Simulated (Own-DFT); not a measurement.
Simulation results for Hf$_{16}$O$_{31}$ (monoclinic hafnia with two neutral oxygen vacancies, atoms displaced)

Computed with Own-DFT development build. A calculation, not a measurement: plane-wave PBE and HSE06 DFT by an unreviewed code, no spin, of a simulated cell at Gamma alone, so results move with cell size and shape, stress positive in tension, energies less offsets, not probed for a lower state with spin; hafnium file: forces about 75 meV/angstrom off all-electron values; oxygen file: force components 24 meV/angstrom off all-electron in a glass; k mesh not checked against a denser one; forces and stress are PBE's, HSE06 gives the energy alone, and its difference from PBE has offsets of its own; offsets are fitted by least squares, one for each functional and potential file, so energies compare only between cells with the same atoms and settings and are not formation energies; the far tail of each file's local potential was reset to the Coulomb form; each entry is a single point on an unrelaxed cell, so the pressure reflects the starting lattice, mostly measured values, from which strain is counted, and rises with the displacements; printed positions are rounded, which can move forces by about a meV/angstrom; the program is a retired in-house code; no spin-orbit coupling.

Common to all runs: first functional PBE; second functional HSE06; exact exchange share 0.25; screening 0.11 1/bohr; exchange divergence Gygi-Baldereschi; potential files PseudoDojo norm-conserving, scalar-relativistic, made for PBE, standard set; wave cutoff 48 hartree; occupations fixed; k mesh 1 x 1 x 1 centred on Gamma.

(1) Hf$_{16}$O$_{31}$ (monoclinic hafnia with two neutral oxygen vacancies, atoms displaced)

```cif
# cell vector a (Å): 10.2340 0.0000 0.0000
# cell vector b (Å): 0.0000 10.3500 0.0000
# cell vector c (Å): -1.6955 0.0000 10.4453
data_Hf16O31
_symmetry_space_group_name_H-M 'P 1'
_symmetry_Int_Tables_number 1
_cell_length_a 10.2340
_cell_length_b 10.3500
_cell_length_c 10.5820
_cell_angle_alpha 90.000
_cell_angle_beta 99.220
_cell_angle_gamma 90.000
_cell_volume 1106.39
loop_
_atom_site_label
_atom_site_type_symbol
_atom_site_fract_x
_atom_site_fract_y
_atom_site_fract_z
_atom_site_occupancy
Hf1 Hf 0.13085 0.01720 0.10832 1
Hf2 Hf 0.36672 0.26427 0.14589 1
Hf3 Hf 0.36162 0.48338 0.38711 1
Hf4 Hf 0.12648 0.23550 0.34683 1
O1 O 0.05057 0.16697 0.17405 1
O2 O 0.46066 0.42115 0.08592 1
O3 O 0.47016 0.33547 0.33060 1
O4 O 0.04069 0.08444 0.42538 1
O5 O 0.22682 0.37349 0.24505 1
O6 O 0.27546 0.12166 0.01177 1
O7 O 0.27124 0.12199 0.26046 1
Hf5 Hf 0.13938 0.02846 0.59645 1
Hf6 Hf 0.35652 0.26433 0.65635 1
Hf7 Hf 0.36126 0.47839 0.89545 1
Hf8 Hf 0.14101 0.23054 0.85576 1
O8 O 0.03884 0.17171 0.67584 1
O9 O 0.46648 0.41893 0.58102 1
O10 O 0.46646 0.34296 0.82586 1
O11 O 0.03749 0.07660 0.93085 1
O12 O 0.22669 0.38427 0.74451 1
O13 O 0.27452 0.12823 0.76540 1
O14 O 0.22261 0.37230 0.98744 1
Hf9 Hf 0.13939 0.52028 0.10290 1
Hf10 Hf 0.36643 0.76975 0.14477 1
Hf11 Hf 0.36767 0.98013 0.40620 1
Hf12 Hf 0.13166 0.73287 0.35189 1
O15 O 0.03353 0.66089 0.16735 1
O16 O 0.46520 0.90774 0.07349 1
O17 O 0.46468 0.83707 0.33100 1
O18 O 0.03878 0.58843 0.42833 1
O19 O 0.22661 0.88441 0.24568 1
O20 O 0.27437 0.63575 0.01134 1
O21 O 0.27173 0.61910 0.26236 1
O22 O 0.22118 0.86606 0.49920 1
Hf13 Hf 0.13918 0.51919 0.60195 1
Hf14 Hf 0.35799 0.77064 0.64402 1
Hf15 Hf 0.36009 0.98141 0.89571 1
Hf16 Hf 0.13532 0.73118 0.84669 1
O23 O 0.02907 0.66839 0.67055 1
O24 O 0.46464 0.92173 0.58724 1
O25 O 0.45873 0.83779 0.82520 1
O26 O 0.03554 0.57849 0.93142 1
O27 O 0.22351 0.88110 0.73294 1
O28 O 0.28065 0.62720 0.50731 1
O29 O 0.27748 0.61441 0.75422 1
O30 O 0.22289 0.87008 0.98379 1
Hf17 Hf 0.62954 0.01499 0.10245 1
Hf18 Hf 0.85905 0.26969 0.14414 1
Hf19 Hf 0.86048 0.47025 0.39589 1
Hf20 Hf 0.63415 0.23333 0.35130 1
O31 O 0.53240 0.16837 0.17537 1
O32 O 0.95758 0.42106 0.07220 1
O33 O 0.96187 0.34287 0.32517 1
O34 O 0.53440 0.08305 0.41547 1
O35 O 0.72880 0.38294 0.23445 1
O36 O 0.77663 0.13218 0.00599 1
O37 O 0.77375 0.12507 0.26191 1
O38 O 0.72006 0.37225 0.49245 1
Hf21 Hf 0.63905 0.01783 0.59925 1
Hf22 Hf 0.86357 0.27145 0.64847 1
Hf23 Hf 0.87248 0.47594 0.89898 1
Hf24 Hf 0.63608 0.23271 0.85308 1
O39 O 0.54169 0.16391 0.66873 1
O40 O 0.96001 0.41564 0.57505 1
O41 O 0.95859 0.33022 0.82530 1
O42 O 0.53891 0.08768 0.92593 1
O43 O 0.72383 0.38045 0.73503 1
O44 O 0.77289 0.13459 0.51591 1
O45 O 0.77630 0.12577 0.75265 1
O46 O 0.71964 0.36975 0.98968 1
Hf25 Hf 0.64227 0.51708 0.09883 1
Hf26 Hf 0.86983 0.76409 0.13930 1
Hf27 Hf 0.86460 0.98321 0.39200 1
Hf28 Hf 0.63791 0.72117 0.35817 1
O47 O 0.53695 0.66616 0.17610 1
O48 O 0.96912 0.91246 0.07871 1
O49 O 0.97453 0.83512 0.32865 1
O50 O 0.53951 0.58182 0.42271 1
O51 O 0.73998 0.88422 0.24326 1
O52 O 0.77095 0.62766 0.01027 1
O53 O 0.77512 0.61763 0.25788 1
O54 O 0.72408 0.87304 0.48896 1
Hf29 Hf 0.63219 0.51858 0.60892 1
Hf30 Hf 0.85948 0.77164 0.65266 1
Hf31 Hf 0.86083 0.98113 0.89423 1
Hf32 Hf 0.63820 0.73023 0.84714 1
O55 O 0.54021 0.66712 0.67181 1
O56 O 0.96710 0.90616 0.58393 1
O57 O 0.96145 0.82692 0.82821 1
O58 O 0.53891 0.58471 0.92041 1
O59 O 0.72852 0.88271 0.73729 1
O60 O 0.77937 0.63728 0.50695 1
O61 O 0.77093 0.62389 0.75142 1
O62 O 0.72236 0.86843 0.98358 1
```

```
PBE energy of cell above offsets : -88.578 eV
HSE06 less PBE above offsets     : 0.521 eV
PBE pressure                     : 5.47 GPa
PBE stress xx                    : -6.21 GPa
PBE stress yy                    : -5.12 GPa
PBE stress zz                    : -5.08 GPa
PBE stress yz                    : -0.37 GPa
PBE stress xz                    : -0.74 GPa
PBE stress xy                    : 0.98 GPa
```

Force:
```tsv
element	x (eV/Å)	y (eV/Å)	z (eV/Å)
Hf	2.958	-0.723	-0.024
Hf	-1.85	0.645	0.615
Hf	0.006	-0.804	2.063
Hf	2.966	-0.232	1.749
O	-3.729	1.832	-0.802
O	0.209	-0.069	-0.786
O	-0.544	0.057	-0.613
O	-0.649	0.186	-0.876
O	-0.285	0.79	-0.662
O	0.365	0.951	0.038
O	1.058	-0.079	1.271
Hf	-0.76	-1.397	1.693
Hf	2.108	1.394	-2.315
Hf	0.441	1.367	0.638
Hf	-1.388	-0.611	0.501
O	0.281	-0.425	-0.181
O	-1.788	-1.026	-0.127
O	0.482	-1.064	0.431
O	-0.154	1.157	-1.489
O	-0.627	-1.056	-0.49
O	0.574	-0.699	-0.329
O	-0.092	-0.329	0.253
Hf	0.957	-0.292	0.797
Hf	-1.075	-0.287	1.139
Hf	-1.029	0.102	-1.681
Hf	2.062	-0.771	1.157
O	0.166	0.281	0.58
O	0.752	1.161	-0.136
O	0.371	-0.594	-0.109
O	-0.761	-0.925	-0.549
O	0.035	-0.934	-0.466
O	-0.084	-1.025	-0.424
O	0.212	0.376	-1.124
O	0.412	0.617	-1.104
Hf	-0.238	0.859	-0.407
Hf	0.328	-0.322	0.177
Hf	-0.473	-0.918	-0.434
Hf	0.371	0.008	0.38
O	1.501	-1.266	0.683
O	-0.269	-0.209	-0.701
O	0.94	-0.651	0.153
O	0.93	1.282	-1.511
O	-0.354	0.185	1.04
O	-0.13	-0.257	0.287
O	-0.401	0.978	0.489
O	0.113	0.238	0.22
Hf	1.589	0.175	0.505
Hf	-0.173	-0.101	-0.645
Hf	-1.53	3.785	1.257
Hf	0.553	-0.209	1.747
O	1.112	-1.201	-0.828
O	0.548	-1.3	1.708
O	1.318	-1.874	-1.099
O	0.033	-0.001	0.447
O	-0.416	-1.258	0.39
O	0.188	-0.458	0.637
O	0.642	0.26	-0.48
O	0.53	-0.022	-1.106
Hf	0.962	0.563	0.439
Hf	-1.295	-0.225	-0.952
Hf	-2.459	0.961	-1.71
Hf	0.943	-0.308	-1.169
O	-1.844	1.087	0.644
O	1.294	0.319	0.184
O	1.393	-0.309	1.038
O	-1.011	-0.438	-0.045
O	-0.054	-0.278	1.172
O	0.709	-0.619	-1.468
O	0.058	-0.891	1.706
O	0.391	-0.116	-0.034
Hf	-1.09	1.339	0.737
Hf	-2.23	0.506	0.954
Hf	-0.958	-1.531	1.485
Hf	1.196	1.296	-0.238
O	-0.21	-0.083	-0.442
O	-1.212	-0.333	-0.332
O	-1.475	1.016	-0.577
O	-0.799	-0.435	-0.074
O	-0.667	-0.242	-1.178
O	1.101	0.249	-0.543
O	0.409	0.147	0.024
O	-0.117	0.503	-0.419
Hf	1.244	-0.068	-1.251
Hf	-0.097	-0.583	-2.742
Hf	-0.05	0.161	-0.352
Hf	-0.563	-0.276	0.564
O	-1.657	1.315	-0.145
O	0.855	2.191	-1.38
O	0.177	0.588	1.419
O	-0.935	-0.333	-0.083
O	-0.877	0.383	0.676
O	-0.23	-0.97	0.044
O	0.522	-0.661	1.9
O	0.263	0.778	0.604
```

(2) Hf$_{16}$O$_{31}$ (monoclinic hafnia with two neutral oxygen vacancies, atoms displaced)

```cif
# cell vector a (Å): 10.2340 0.0000 0.0000
# cell vector b (Å): 0.0000 10.3500 0.0000
# cell vector c (Å): -1.6955 0.0000 10.4453
data_Hf16O31
_symmetry_space_group_name_H-M 'P 1'
_symmetry_Int_Tables_number 1
_cell_length_a 10.2340
_cell_length_b 10.3500
_cell_length_c 10.5820
_cell_angle_alpha 90.000
_cell_angle_beta 99.220
_cell_angle_gamma 90.000
_cell_volume 1106.39
loop_
_atom_site_label
_atom_site_type_symbol
_atom_site_fract_x
_atom_site_fract_y
_atom_site_fract_z
_atom_site_occupancy
Hf1 Hf 0.13764 0.01407 0.09686 1
Hf2 Hf 0.37046 0.26227 0.14880 1
Hf3 Hf 0.35999 0.47204 0.39848 1
Hf4 Hf 0.13573 0.22215 0.35361 1
O1 O 0.03275 0.16024 0.17192 1
O2 O 0.46230 0.42248 0.07602 1
O3 O 0.46533 0.33054 0.32157 1
O4 O 0.03520 0.08495 0.42540 1
O5 O 0.21155 0.36621 0.24727 1
O6 O 0.27264 0.13602 0.00283 1
O7 O 0.27367 0.12586 0.26185 1
O8 O 0.22037 0.37273 0.48634 1
Hf5 Hf 0.13475 0.01742 0.60459 1
Hf6 Hf 0.36613 0.25897 0.64263 1
Hf7 Hf 0.35703 0.48087 0.89033 1
Hf8 Hf 0.13654 0.23649 0.85350 1
O9 O 0.03485 0.16629 0.67251 1
O10 O 0.45853 0.40855 0.57168 1
O11 O 0.46487 0.33559 0.82543 1
O12 O 0.03885 0.08571 0.92346 1
O13 O 0.22589 0.38294 0.74645 1
O14 O 0.27951 0.13249 0.51154 1
O15 O 0.27033 0.11965 0.75421 1
O16 O 0.22563 0.37346 0.98806 1
Hf9 Hf 0.13593 0.51807 0.10920 1
Hf10 Hf 0.35623 0.77323 0.15372 1
Hf11 Hf 0.36237 0.97180 0.39475 1
Hf12 Hf 0.14120 0.72845 0.35780 1
O17 O 0.03518 0.65883 0.17253 1
O18 O 0.45895 0.90710 0.06925 1
O19 O 0.46477 0.83836 0.32911 1
O20 O 0.03795 0.58518 0.42262 1
O21 O 0.23220 0.87296 0.24511 1
O22 O 0.26557 0.62857 0.00785 1
O23 O 0.27273 0.62161 0.26660 1
O24 O 0.22623 0.87252 0.49283 1
Hf13 Hf 0.13874 0.52132 0.60030 1
Hf14 Hf 0.35972 0.76618 0.63875 1
Hf15 Hf 0.35828 0.98723 0.89761 1
Hf16 Hf 0.12718 0.73491 0.84816 1
O25 O 0.03228 0.66183 0.66833 1
O26 O 0.46056 0.91959 0.57800 1
O27 O 0.46433 0.83533 0.83643 1
O28 O 0.02841 0.58520 0.92677 1
O29 O 0.22278 0.87651 0.74276 1
O30 O 0.27265 0.62221 0.51950 1
O31 O 0.27985 0.61719 0.76224 1
O32 O 0.22316 0.86942 0.99954 1
Hf17 Hf 0.63981 0.01734 0.09978 1
Hf18 Hf 0.85899 0.27258 0.15275 1
Hf19 Hf 0.86170 0.48221 0.39150 1
Hf20 Hf 0.64410 0.22990 0.35816 1
O33 O 0.54033 0.17103 0.18269 1
O34 O 0.96381 0.41770 0.07713 1
O35 O 0.95901 0.32979 0.32520 1
O36 O 0.54017 0.07370 0.42182 1
O37 O 0.72227 0.37953 0.24593 1
O38 O 0.78278 0.12387 0.00454 1
O39 O 0.78211 0.12472 0.26243 1
Hf21 Hf 0.63029 0.02216 0.60162 1
Hf22 Hf 0.86080 0.27100 0.63940 1
Hf23 Hf 0.86891 0.48640 0.89509 1
Hf24 Hf 0.63044 0.23848 0.85022 1
O40 O 0.53502 0.15702 0.67092 1
O41 O 0.96351 0.41086 0.57341 1
O42 O 0.96248 0.32982 0.82484 1
O43 O 0.53576 0.08615 0.92943 1
O44 O 0.72320 0.38557 0.73802 1
O45 O 0.78402 0.12414 0.76127 1
O46 O 0.72343 0.37262 0.98709 1
Hf25 Hf 0.64405 0.52179 0.09847 1
Hf26 Hf 0.86278 0.77215 0.14412 1
Hf27 Hf 0.86581 0.97329 0.39598 1
Hf28 Hf 0.62982 0.73018 0.35463 1
O47 O 0.54053 0.66577 0.17191 1
O48 O 0.95660 0.91154 0.07971 1
O49 O 0.96966 0.83298 0.32826 1
O50 O 0.54251 0.58704 0.42346 1
O51 O 0.73759 0.87223 0.23847 1
O52 O 0.76704 0.62065 0.01021 1
O53 O 0.77627 0.62373 0.26058 1
O54 O 0.72271 0.86524 0.49030 1
Hf29 Hf 0.63889 0.52459 0.60718 1
Hf30 Hf 0.85813 0.77595 0.65123 1
Hf31 Hf 0.86248 0.97589 0.89604 1
Hf32 Hf 0.63307 0.72756 0.85250 1
O55 O 0.53701 0.66402 0.67595 1
O56 O 0.96512 0.92113 0.57492 1
O57 O 0.95700 0.83713 0.83040 1
O58 O 0.52560 0.57860 0.91927 1
O59 O 0.71903 0.87327 0.74787 1
O60 O 0.77593 0.63153 0.51204 1
O61 O 0.77077 0.62302 0.76786 1
O62 O 0.72902 0.87515 0.98555 1
```

```
PBE energy of cell above offsets : -88.168 eV
HSE06 less PBE above offsets     : 0.584 eV
PBE pressure                     : 5.37 GPa
PBE stress xx                    : -6.38 GPa
PBE stress yy                    : -4.9 GPa
PBE stress zz                    : -4.83 GPa
PBE stress yz                    : -0.37 GPa
PBE stress xz                    : 0.07 GPa
PBE stress xy                    : 0.25 GPa
```

Force:
```tsv
element	x (eV/Å)	y (eV/Å)	z (eV/Å)
Hf	-1.194	1.989	0.796
Hf	-1.097	2.405	-0.924
Hf	0.24	-0.577	-1.133
Hf	0.11	1.331	-0.378
O	-0.189	-0.12	0.096
O	-0.064	-1.079	0.513
O	-0.222	0.844	1.515
O	-0.78	-1.114	0.254
O	1.402	1.893	-1.127
O	0.549	-1.154	0.904
O	0.778	-1.973	-0.276
O	-0.147	-0.302	0.588
Hf	0.736	1.702	0.466
Hf	-1.685	1.788	0.562
Hf	-0.487	-0.255	2.101
Hf	-0.146	0.027	-0.186
O	-0.09	-0.249	-0.577
O	1.505	0.755	0.343
O	0.089	-0.71	-0.559
O	-0.382	-1.176	0.209
O	-0.239	-0.818	-1.654
O	-0.355	-1.208	-0.743
O	0.629	-0.007	0.509
O	-0.673	-0.172	0.486
Hf	1.13	-1.079	-0.49
Hf	1.79	-2.448	-2.736
Hf	-0.458	2.906	0.611
Hf	-1.067	-0.549	-0.504
O	-0.626	1.357	0.686
O	1.16	1.264	1.268
O	0.719	-0.941	-0.373
O	-0.243	-0.066	-0.096
O	-1.597	1.151	0.074
O	0.087	0.699	0.551
O	0.742	-0.598	0.226
O	-0.339	-0.725	-0.372
Hf	-0.792	-1.938	1.323
Hf	0.189	0.627	2.908
Hf	0.592	-1.479	-0.353
Hf	2.138	-1.65	1.269
O	-0.765	1.299	0.984
O	-0.356	-1.097	0.039
O	-0.222	-0.013	-1.367
O	1.274	1.413	-0.603
O	-0.28	-0.148	-0.296
O	1.44	1.107	-1.283
O	-0.919	1.757	-1.162
O	-0.564	0.242	-1.217
Hf	0.246	0.308	0.169
Hf	0.999	-0.764	-1.785
Hf	-0.389	-0.414	0.47
Hf	-0.219	0.088	0.344
O	0.876	-1.973	-1.581
O	-0.339	-0.35	0.156
O	0.466	0.414	0.618
O	0.002	0.727	-0.487
O	-0.132	0.259	-0.263
O	-1.233	0.67	1.291
O	-0.686	-1	0.584
Hf	2.596	-0.939	0.387
Hf	-0.113	-0.62	0.99
Hf	-1.509	-2.512	0.14
Hf	2.38	-0.907	1.05
O	-0.901	1.556	0.896
O	0.255	0.791	-0.237
O	-0.324	0.98	0.302
O	-0.396	0.382	-0.438
O	-0.124	-0.633	-0.81
O	-0.824	-0.462	-0.941
O	-0.144	-0.553	0.208
Hf	-2.774	-1.034	1.229
Hf	-0.531	-2.253	0.454
Hf	-0.591	0.728	-0.627
Hf	2.452	-0.77	-0.929
O	-1.223	0.952	0.313
O	2.635	1.49	-0.409
O	0.587	-0.159	-0.002
O	-2.087	-1.432	0.563
O	-1.596	1.522	0.017
O	1.606	2.052	-0.568
O	0.256	-0.336	0.228
O	0.375	1.047	0.414
Hf	0.472	-0.792	-0.592
Hf	-0.56	-0.943	-1.563
Hf	-1.619	3.498	0.111
Hf	-1.086	0.266	1.645
O	-1.161	0.588	-0.9
O	-1.015	-1.329	0.874
O	2.061	-1.823	-0.91
O	1.685	1.162	-0.126
O	0.357	0.837	-1.526
O	0.203	-0.449	0.774
O	1.03	0.323	-1.127
O	-1.284	-1.105	0.723
```
